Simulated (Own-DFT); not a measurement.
# Strain and stress in wurtzite AlN, 128 atoms (Al64N64)

These are calculations, not measurements. They come from Own-DFT, an in-house plane-wave density functional program, since retired, whose code no person has reviewed. Each row is one single-point run on a periodic cell that was not relaxed, without spin or spin-orbit coupling.

Settings of every run: PBE; PseudoDojo norm-conserving scalar-relativistic files; cutoff 42 hartree; 3 x 3 x 3 k mesh centred on Gamma; Gaussian smearing of 0.01 eV.

Known limits: k mesh not checked against a denser one; stress not checked against mesh or cutoff.

Unstrained cell vectors in Å: (12.448, 0.000, 0.000); (-6.224, 10.780, 0.000); (0.000, 0.000, 9.964). The unstrained cell has measured lattice constants (interpolated for alloys), not those of this functional. That, the random moves and any unrelaxed bonds set the pressure at no strain. Each run strains this cell uniformly, with the atoms carried along. Every atom was also moved at random, by a Gaussian of width 0.05 Å on each axis. Strain is the symmetric tensor, in per cent. Stress is positive in tension, and the pressure is minus a third of its trace.

| run | e_xx (%) | e_yy (%) | e_zz (%) | s_xx (GPa) | s_yy (GPa) | s_zz (GPa) | P (GPa) | E (meV/atom) |
|---|---|---|---|---|---|---|---|---|
| 1 | 0.00 | 0.00 | -1.50 | -7.95 | -6.56 | -13.41 | 9.31 | 29.8 |
| 2 | 0.00 | 0.00 | -0.50 | -8.10 | -4.73 | -7.71 | 6.85 | 14.4 |
| 3 | 0.00 | 0.00 | -1.00 | -6.72 | -6.57 | -9.95 | 7.75 | 17.7 |
| 4 | 0.00 | 0.00 | 2.75 | -3.69 | -4.35 | 6.08 | 0.65 | 12.5 |
| 5 | 0.00 | 0.00 | 1.50 | -4.39 | -4.72 | 0.78 | 2.78 | 2.9 |
| 6 | 0.00 | 0.00 | 0.50 | -6.54 | -4.46 | -2.60 | 4.53 | 4.2 |
| 7 | 0.00 | 0.00 | 0.25 | -4.30 | -8.40 | -2.96 | 5.22 | 12.2 |
| 8 | 0.00 | 0.00 | 1.00 | -4.66 | -5.65 | -0.13 | 3.48 | 0.0 |
| 9 | 0.00 | 0.00 | 2.00 | ? | ? | ? | ? | ? |

E is the free energy for each atom above the lowest run shown.

## Worked fit

The change of volume is close to e_xx + e_yy + e_zz. A straight line through the runs shown gives P = 5.83 - 202 x (fractional change of volume) GPa, with an error of 8 on the slope and a scatter of 0.30 GPa. The strain isn't the same on all axes and the cell isn't cubic, so the slope belongs to this path and is not the bulk modulus.

## Withheld run

Question: what pressure should run 9 give? Its volume changes by 2.00 %.

The line gives 1.8 GPa. The calculation gave 1.97 GPa.
